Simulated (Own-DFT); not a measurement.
# Response to strain: C40 NbSi2, 36 atoms (Nb12Si24)

All numbers below are calculated, not measured. They come from Own-DFT, an in-house plane-wave density functional program, since retired, whose code no person has reviewed. Each row is one single-point run on a periodic cell that was not relaxed, without spin or spin-orbit coupling.

Settings of every run: PBEsol; PseudoDojo norm-conserving scalar-relativistic files, made for PBE; cutoff 42 hartree; 4 x 4 x 5 k mesh centred on Gamma; cold (Marzari-Vanderbilt) smearing of 0.2 eV.

Known limits: forces on such cells failed a check on a denser k mesh; stress not checked against mesh or cutoff.

Unstrained cell vectors in Å: (0.000, 8.324, 0.000); (-9.613, 0.000, 0.000); (0.000, 0.000, 6.586). The unstrained cell was taken from the Materials Project. The random moves and any unrelaxed bonds add to the pressure at no strain. Each run strains this cell uniformly, with the atoms carried along. Every atom was also moved at random, by a Gaussian of width 0.05 Å on each axis. Strain is the symmetric tensor, in per cent. Stress is positive in tension, and the pressure is minus a third of its trace.

| run | e_xx (%) | e_yy (%) | e_zz (%) | e_yz (%) | e_xz (%) | e_xy (%) | s_xx (GPa) | s_yy (GPa) | s_zz (GPa) | s_yz (GPa) | s_xz (GPa) | s_xy (GPa) | P (GPa) | E (meV/atom) |
|---|---|---|---|---|---|---|---|---|---|---|---|---|---|---|
| 1 | 1.45 | 1.57 | 0.54 | -1.59 | -1.36 | -0.21 | 7.36 | 7.00 | 3.28 | -3.85 | -4.48 | -0.50 | -5.88 | 40.4 |
| 2 | 0.07 | -0.65 | 1.22 | -1.73 | 1.68 | 1.71 | 0.92 | 0.26 | 4.16 | -4.92 | 5.04 | 5.54 | -1.78 | 27.1 |
| 3 | -1.35 | 0.03 | 1.17 | 0.21 | -0.63 | -1.01 | -2.82 | 1.98 | 3.88 | 0.59 | -1.67 | -3.08 | -1.01 | 1.8 |
| 4 | 1.37 | -1.72 | 1.74 | -0.80 | -0.33 | -0.10 | 6.86 | -3.64 | 6.77 | -2.25 | -1.16 | -0.45 | -3.33 | 16.8 |
| 5 | -0.89 | -0.15 | 0.69 | -1.04 | -0.66 | 0.60 | -1.18 | 1.02 | 2.06 | -3.15 | -1.95 | 1.84 | -0.63 | 0.0 |
| 6 | 1.57 | -0.65 | -1.53 | -1.10 | -1.69 | 1.25 | 5.15 | -2.06 | -6.95 | -3.69 | -5.86 | 2.96 | 1.29 | 26.0 |
| 7 | 0.18 | 0.06 | 0.17 | 1.72 | 1.57 | -0.98 | 2.14 | 1.36 | 0.62 | 5.23 | 4.94 | -2.68 | -1.37 | 15.7 |
| 8 | -1.43 | 0.67 | -1.93 | 1.58 | 0.60 | -1.49 | -5.14 | 1.25 | -10.39 | 5.29 | 2.22 | -4.74 | 4.76 | 17.7 |
| 9 | -1.14 | -0.45 | 0.17 | -1.86 | -1.80 | -0.07 | -2.93 | -1.12 | -2.04 | -6.84 | -5.88 | -0.32 | 2.03 | 27.2 |
| 10 | 0.83 | 1.44 | 1.76 | 1.54 | 1.34 | -1.57 | 5.82 | 7.71 | 8.10 | 4.52 | 3.97 | -4.15 | -7.21 | 33.9 |
| 11 | -1.00 | 1.92 | -0.49 | 1.15 | 1.43 | -0.12 | -1.36 | 7.24 | -1.36 | 3.38 | 3.97 | -0.38 | -1.51 | 5.5 |
| 12 | -0.50 | -0.43 | 1.67 | 1.71 | -1.40 | 0.47 | 0.46 | 0.84 | 5.30 | 4.37 | -4.60 | 0.91 | -2.20 | 20.4 |
| 13 | -0.22 | -0.57 | 1.28 | -1.12 | -0.44 | 1.61 | 0.79 | 0.39 | 5.00 | -3.26 | -1.53 | 4.62 | -2.06 | 8.0 |
| 14 | -1.63 | -1.20 | 1.63 | 1.95 | -0.76 | 1.94 | -5.14 | -3.87 | 4.26 | 6.12 | -2.72 | 6.70 | 1.58 | 34.6 |
| 15 | -0.88 | -1.80 | 1.74 | 0.10 | 1.67 | 0.73 | -1.48 | -4.99 | 4.92 | 0.13 | 4.73 | 2.24 | 0.52 | 16.6 |
| 16 | 0.63 | -0.72 | -0.28 | -0.93 | 1.97 | 1.40 | ? | ? | ? | ? | ? | ? | ? | ? |

E is the free energy for each atom above the lowest run shown.

## Worked fit

Each stress component was fitted by least squares to a constant and the strains of the runs shown, as fractions, with shears doubled. Shear strains stay in the fit of a normal stress only where such slopes are resolved. The slopes, in GPa:

```
stress  at no strain  per e_xx  per e_yy  per e_zz  scatter
  s_xx           1.1  359 ± 12   54 ± 13   67 ± 12     0.51
  s_yy           0.9   35 ± 13  366 ± 14   78 ± 13     0.55
  s_zz          -0.8   66 ± 15   74 ± 15  443 ± 15     0.60
```

Each shear stress against twice its own strain: yz 151 ± 7, xz 156 ± 3, xy 154 ± 6 GPa. These are stiffnesses along x, y and z of the frame in which the cell vectors are given, which need not be the crystal's axes. The atoms are held to the strained lattice; where symmetry lets them move under strain, relaxing them would lower some slopes. The table should be nearly symmetric about its diagonal, and what it lacks of that shows the noise. A ninth of its sum, 171 ± 8 GPa, estimates the bulk modulus near the mean pressure of these runs, -1.1 GPa.

## Withheld run

Question: what normal stresses and pressure should run 16 give?

The fit gives s_xx = 2.8, s_yy = -1.7, s_zz = -2.2 and P = 0.4 GPa. The calculation gave 2.25, -1.05, -2.29 and P = 0.36 GPa.
